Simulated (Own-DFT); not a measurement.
# Computed records: TiSi$_{2}$ (C49 TiSi2 crystal, atoms displaced)

All values are calculated (Own-DFT development build). A calculation, not a measurement: plane-wave density functional theory by an unreviewed code, no spin, of a simulated periodic cell, stress positive in tension, run twice, with PBE and with PBEsol, both on files made for PBE, so the change isn't that of files made for PBEsol, forces on such cells moved up to 12 meV/angstrom on a denser k mesh; the far tail of each file's local potential was reset to the Coulomb form; each entry is a single point on an unrelaxed cell, so the pressure reflects the starting lattice, taken from the Materials Project, from which strain is counted, and rises with the displacements; printed positions are rounded, which can move forces by about a meV/angstrom; the program, named Own-DFT, is a retired in-house code; no spin-orbit coupling; stress was not checked against mesh or cutoff.

```cif
# cell vector a (Å): 5.2953 -6.7593 3.5652
# cell vector b (Å): 7.0604 0.0000 -7.1303
# cell vector c (Å): 5.2953 6.7593 3.5652
data_TiSi2
_symmetry_space_group_name_H-M 'P 1'
_symmetry_Int_Tables_number 1
_cell_length_a 9.2973
_cell_length_b 10.0345
_cell_length_c 9.2973
_cell_angle_alpha 82.631
_cell_angle_beta 93.274
_cell_angle_gamma 82.631
_cell_volume 850.71
loop_
_atom_site_label
_atom_site_type_symbol
_atom_site_fract_x
_atom_site_fract_y
_atom_site_fract_z
_atom_site_occupancy
Ti1 Ti 0.94921 0.92428 0.15457 1
Ti2 Ti 0.85401 0.87719 0.64435 1
Si1 Si 0.60736 0.92711 0.49121 1
Si2 Si 0.19252 0.87358 0.30920 1
Si3 Si 0.90026 0.02711 0.40194 1
Si4 Si 0.90238 0.77714 0.40038 1
Ti3 Ti 0.94802 0.42521 0.14872 1
Ti4 Ti 0.85444 0.37650 0.64752 1
Si5 Si 0.60923 0.42492 0.49091 1
Si6 Si 0.19001 0.37842 0.30684 1
Si7 Si 0.90119 0.52342 0.39860 1
Si8 Si 0.89968 0.27489 0.39757 1
Ti5 Ti 0.74572 0.72379 0.95153 1
Ti6 Ti 0.65106 0.67704 0.44487 1
Si9 Si 0.40470 0.72596 0.28996 1
Si10 Si 0.99490 0.67522 0.10771 1
Si11 Si 0.70233 0.82255 0.19993 1
Si12 Si 0.70129 0.57137 0.20404 1
Ti7 Ti 0.54685 0.02156 0.75112 1
Ti8 Ti 0.45400 0.97676 0.24776 1
Si13 Si 0.20891 0.02349 0.09484 1
Si14 Si 0.79223 0.97351 0.90850 1
Si15 Si 0.50158 0.12709 0.00030 1
Si16 Si 0.49975 0.87178 0.00079 1
Ti9 Ti 0.74593 0.22298 0.95455 1
Ti10 Ti 0.65327 0.17530 0.44524 1
Si17 Si 0.40829 0.22212 0.29043 1
Si18 Si 0.99395 0.17122 0.11024 1
Si19 Si 0.70292 0.32539 0.19814 1
Si20 Si 0.69768 0.07405 0.19975 1
Ti11 Ti 0.54637 0.52064 0.75327 1
Ti12 Ti 0.45266 0.47563 0.24724 1
Si21 Si 0.21045 0.52453 0.09438 1
Si22 Si 0.78888 0.47728 0.90898 1
Si23 Si 0.49613 0.62595 0.99892 1
Si24 Si 0.49743 0.37553 0.00269 1
Ti13 Ti 0.34781 0.82811 0.55282 1
Ti14 Ti 0.25388 0.77150 0.04712 1
Si25 Si 0.00674 0.82680 0.89065 1
Si26 Si 0.59159 0.77375 0.70655 1
Si27 Si 0.30095 0.92448 0.80430 1
Si28 Si 0.30305 0.67597 0.79785 1
Ti15 Ti 0.34358 0.32158 0.55313 1
Ti16 Ti 0.25544 0.27387 0.04603 1
Si29 Si 0.00893 0.32344 0.89265 1
Si30 Si 0.59486 0.27441 0.70384 1
Si31 Si 0.30286 0.42418 0.79993 1
Si32 Si 0.30035 0.17329 0.80318 1
Ti17 Ti 0.15144 0.62245 0.35803 1
Ti18 Ti 0.05596 0.57469 0.84856 1
Si33 Si 0.80930 0.62428 0.69430 1
Si34 Si 0.39113 0.57538 0.50737 1
Si35 Si 0.10179 0.72614 0.60001 1
Si36 Si 0.09949 0.47364 0.59947 1
Ti19 Ti 0.15183 0.12502 0.35525 1
Ti20 Ti 0.05093 0.07831 0.84548 1
Si37 Si 0.80665 0.12541 0.69069 1
Si38 Si 0.39107 0.07343 0.50698 1
Si39 Si 0.09654 0.22544 0.59836 1
Si40 Si 0.09774 0.97318 0.59901 1
_calc_functional 'PBE, then PBEsol'
_calc_potential_files 'PseudoDojo norm-conserving, scalar-relativistic, standard set'
_calc_wave_cutoff 42  # hartree
_calc_occupations 'cold (Marzari-Vanderbilt)'
_calc_smearing_width 0.2  # eV
_calc_k_mesh '4 x 4 x 4 centred on Gamma'
_calc_PBE_pressure 2.05  # GPa
_calc_PBE_stress_xx -1.88  # GPa
_calc_PBE_stress_yy -2.04  # GPa
_calc_PBE_stress_zz -2.23  # GPa
_calc_PBE_stress_yz -0.07  # GPa
_calc_PBE_stress_xz -0.06  # GPa
_calc_PBE_stress_xy 0.03  # GPa
_calc_PBEsol_pressure -1.28  # GPa
_calc_PBEsol_stress_xx 1.55  # GPa
_calc_PBEsol_stress_yy 1.54  # GPa
_calc_PBEsol_stress_zz 0.74  # GPa
_calc_PBEsol_stress_yz -0.07  # GPa
_calc_PBEsol_stress_xz -0.06  # GPa
_calc_PBEsol_stress_xy 0.03  # GPa
_calc_rms_change_of_force_components_from_PBE_to_PBEsol 0.019  # eV/angstrom
```

Force:
```csv
force element,PBE force x (eV/Å),PBE force y (eV/Å),PBE force z (eV/Å),PBEsol force x (eV/Å),PBEsol force y (eV/Å),PBEsol force z (eV/Å)
Ti,-0.211,0.044,-0.116,-0.209,0.026,-0.117
Ti,-0.149,0.316,0.232,-0.144,0.326,0.229
Si,-0.052,-0.272,0.298,-0.05,-0.322,0.297
Si,0.096,0.359,-0.139,0.097,0.416,-0.14
Si,-0.25,-0.18,-0.038,-0.255,-0.174,-0.039
Si,-0.242,0.024,0.115,-0.24,0.024,0.113
Ti,0.151,0.341,0.201,0.15,0.328,0.2
Ti,-0.311,0.065,0.008,-0.314,0.078,0.011
Si,0,-0.17,-0.224,0.001,-0.223,-0.226
Si,-0.152,0.162,0.709,-0.148,0.214,0.715
Si,0.256,0.089,-0.121,0.262,0.088,-0.12
Si,0.153,-0.062,0.016,0.153,-0.061,0.015
Ti,0.301,0.068,0.06,0.298,0.049,0.059
Ti,0.144,-0.043,0.355,0.14,-0.028,0.353
Si,0.3,-0.359,0.371,0.295,-0.413,0.374
Si,-0.067,0.288,-0.041,-0.066,0.336,-0.041
Si,0.022,0.084,-0.124,0.022,0.085,-0.122
Si,-0.096,-0.214,-0.471,-0.1,-0.21,-0.48
Ti,0.395,0.204,-0.127,0.389,0.184,-0.126
Ti,-0.449,-0.127,0.238,-0.442,-0.105,0.235
Si,-0.158,-0.408,-0.112,-0.154,-0.462,-0.11
Si,-0.013,0.272,-0.203,-0.012,0.324,-0.207
Si,-0.314,0.012,0.152,-0.315,0.013,0.154
Si,0.317,-0.092,-0.141,0.322,-0.093,-0.142
Ti,0.17,-0.312,-0.203,0.169,-0.324,-0.201
Ti,0.06,0.022,-0.048,0.061,0.036,-0.043
Si,0.381,-0.036,-0.413,0.374,-0.083,-0.413
Si,0.123,0.207,-0.448,0.119,0.258,-0.45
Si,-0.221,0.229,0.016,-0.228,0.225,0.018
Si,0.169,-0.207,0.159,0.172,-0.204,0.16
Ti,0.326,-0.152,-0.311,0.326,-0.165,-0.31
Ti,-0.005,-0.068,0.248,-0.005,-0.051,0.241
Si,-0.274,-0.382,-0.184,-0.27,-0.439,-0.186
Si,-0.199,0.044,0.524,-0.196,0.095,0.526
Si,0.16,-0.169,0.416,0.163,-0.164,0.422
Si,0.042,-0.34,0.074,0.042,-0.335,0.073
Ti,-0.341,0.106,0.282,-0.339,0.088,0.278
Ti,0.127,0.126,-0.442,0.126,0.138,-0.434
Si,0.05,-0.311,0.28,0.049,-0.365,0.282
Si,-0.012,0.122,0.08,-0.013,0.174,0.075
Si,-0.214,-0.073,-0.307,-0.219,-0.073,-0.31
Si,-0.207,0.151,0.028,-0.21,0.149,0.028
Ti,0.411,-0.346,-0.101,0.407,-0.36,-0.105
Ti,-0.018,0.396,-0.076,-0.016,0.407,-0.074
Si,0.125,-0.01,-0.277,0.124,-0.058,-0.277
Si,-0.126,0.632,0.072,-0.124,0.689,0.068
Si,-0.197,0.171,-0.112,-0.197,0.169,-0.112
Si,-0.182,-0.228,-0.22,-0.184,-0.224,-0.227
Ti,-0.39,0.008,-0.726,-0.386,-0.013,-0.721
Ti,-0.129,-0.012,-0.135,-0.126,0.008,-0.135
Si,-0.078,-0.365,-0.315,-0.075,-0.418,-0.313
Si,0.161,0.117,0.345,0.158,0.167,0.341
Si,-0.121,0.153,0.191,-0.126,0.151,0.195
Si,0.245,0.044,0.07,0.247,0.041,0.068
Ti,-0.511,0.239,-0.357,-0.508,0.219,-0.351
Ti,-0.11,0.004,0.511,-0.109,0.022,0.508
Si,0.099,-0.259,0.22,0.097,-0.314,0.227
Si,0.347,0.273,-0.049,0.34,0.328,-0.051
Si,0.18,-0.031,0.295,0.183,-0.031,0.301
Si,0.489,-0.146,0.014,0.495,-0.145,0.015
```
